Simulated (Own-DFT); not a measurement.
# How strain changes the stress of wurtzite GaN, 72 atoms (Ga36N36)

All numbers below are calculated, not measured. The program, named Own-DFT, is a retired in-house plane-wave density functional code that no person has reviewed. Each row is one single-point run on a periodic cell that was not relaxed, without spin or spin-orbit coupling.

Settings of every run: PBE; PseudoDojo norm-conserving scalar-relativistic files; cutoff 42 hartree; 4 x 4 x 3 k mesh centred on Gamma; Fermi-Dirac smearing of 0.1 eV.

Known limits: forces not confirmed at this smearing and k mesh; stress not checked against mesh or cutoff.

Unstrained cell vectors in Å: (9.567, 0.000, 0.000); (-4.783, 8.285, 0.000); (0.000, 0.000, 10.370). The unstrained cell has measured lattice constants (interpolated for alloys), not those of this functional. That, the random moves and any unrelaxed bonds set the pressure at no strain. Each run strains this cell uniformly, with the atoms carried along. Every atom was also moved at random, by a Gaussian of width 0.05 Å on each axis. Strain is the symmetric tensor, in per cent. Stress is positive in tension, and the pressure is minus a third of its trace.

```
run,e_xx (%),e_yy (%),e_zz (%),e_yz (%),e_xz (%),e_xy (%),s_xx (GPa),s_yy (GPa),s_zz (GPa),s_yz (GPa),s_xz (GPa),s_xy (GPa),P (GPa),E (meV/atom)
1,-1.76,-1.27,-1.52,0.40,-0.94,-1.97,-18.48,-19.15,-16.56,1.87,-2.37,-5.79,18.06,58.8
2,0.27,-0.56,-0.71,-1.77,-1.44,-0.49,-7.65,-13.43,-9.74,-4.33,-3.24,-2.27,10.27,31.0
3,1.68,0.06,1.53,0.66,0.75,1.54,1.04,-6.35,0.75,1.76,1.51,3.72,1.52,0.0
4,-1.56,-2.00,-1.33,1.64,-0.07,-1.30,-17.19,-20.11,-20.03,5.33,-0.22,-4.74,19.11,68.0
5,0.53,-1.44,1.11,-1.77,-0.80,0.91,-5.57,-12.27,-4.90,-2.89,-2.00,2.13,7.58,20.0
6,1.48,-1.55,-0.53,-0.05,-1.71,-0.37,-3.99,-13.27,-11.27,-0.47,-3.61,-1.07,9.51,36.3
7,-0.94,-0.24,1.37,-0.92,-1.46,-1.58,-12.36,-10.02,-1.81,-2.78,-4.50,-5.76,8.06,24.9
8,0.14,-1.66,0.91,1.24,1.95,-0.77,-8.62,-14.19,-4.20,3.45,3.84,-2.46,9.00,24.4
9,-0.24,-1.03,1.09,0.26,-1.55,0.47,-7.31,-12.06,-3.94,0.73,-2.67,1.70,7.77,3.8
10,-0.63,1.96,0.16,-1.49,0.44,1.16,-8.47,-0.26,-6.16,-2.18,0.56,3.46,4.96,13.8
11,-0.93,-0.82,-0.76,1.67,-0.60,1.97,-14.07,-12.81,-13.05,3.34,-1.19,5.70,13.31,41.3
12,-0.81,-1.36,0.51,-0.23,-1.98,0.40,-13.30,-14.06,-6.67,-0.79,-3.20,0.15,11.34,35.2
13,-1.19,-0.98,-0.41,1.75,-1.03,0.85,-15.59,-14.66,-10.50,3.88,-2.30,2.53,13.58,46.0
14,-0.66,0.61,-1.05,0.50,-0.88,-1.16,-9.44,-7.71,-12.30,1.81,-1.47,-2.90,9.82,19.8
15,-1.59,-0.46,1.18,1.27,-0.24,0.57,-12.84,-10.07,-5.52,2.99,-0.14,2.09,9.48,23.6
16,-2.00,-1.47,1.01,-1.08,-1.66,0.04,?,?,?,?,?,?,?,?
```

E is the free energy for each atom above the lowest run shown.

## Worked fit

Each stress component was fitted by least squares to a constant and the strains of the runs shown, as fractions, with shears doubled. Shear strains stay in the fit of a normal stress only where such slopes are resolved. The slopes, in GPa:

| stress | at no strain | per e_xx | per e_yy | per e_zz | scatter |
|---|---|---|---|---|---|
| s_xx | -7.7 | 435 ± 29 | 118 ± 29 | 88 ± 30 | 1.08 |
| s_yy | -8.8 | 94 ± 29 | 414 ± 29 | 124 ± 29 | 1.08 |
| s_zz | -7.7 | 93 ± 36 | 115 ± 35 | 456 ± 36 | 1.31 |

Each shear stress against twice its own strain: yz 100 ± 10, xz 97 ± 9, xy 148 ± 8 GPa. These are stiffnesses along x, y and z of the frame in which the cell vectors are given, which need not be the crystal's axes. The atoms are held to the strained lattice; where symmetry lets them move under strain, relaxing them would lower some slopes. The table should be nearly symmetric about its diagonal, and what it lacks of that shows the noise. A ninth of its sum, 215 ± 5 GPa, estimates the bulk modulus near the mean pressure of these runs, 10.2 GPa, so it lies above the value at zero pressure.

## Withheld run

Question: what normal stresses and pressure should run 16 give?

The fit gives s_xx = -17.2, s_yy = -15.5, s_zz = -6.6 and P = 13.1 GPa. The calculation gave -17.38, -15.00, -7.62 and P = 13.33 GPa.
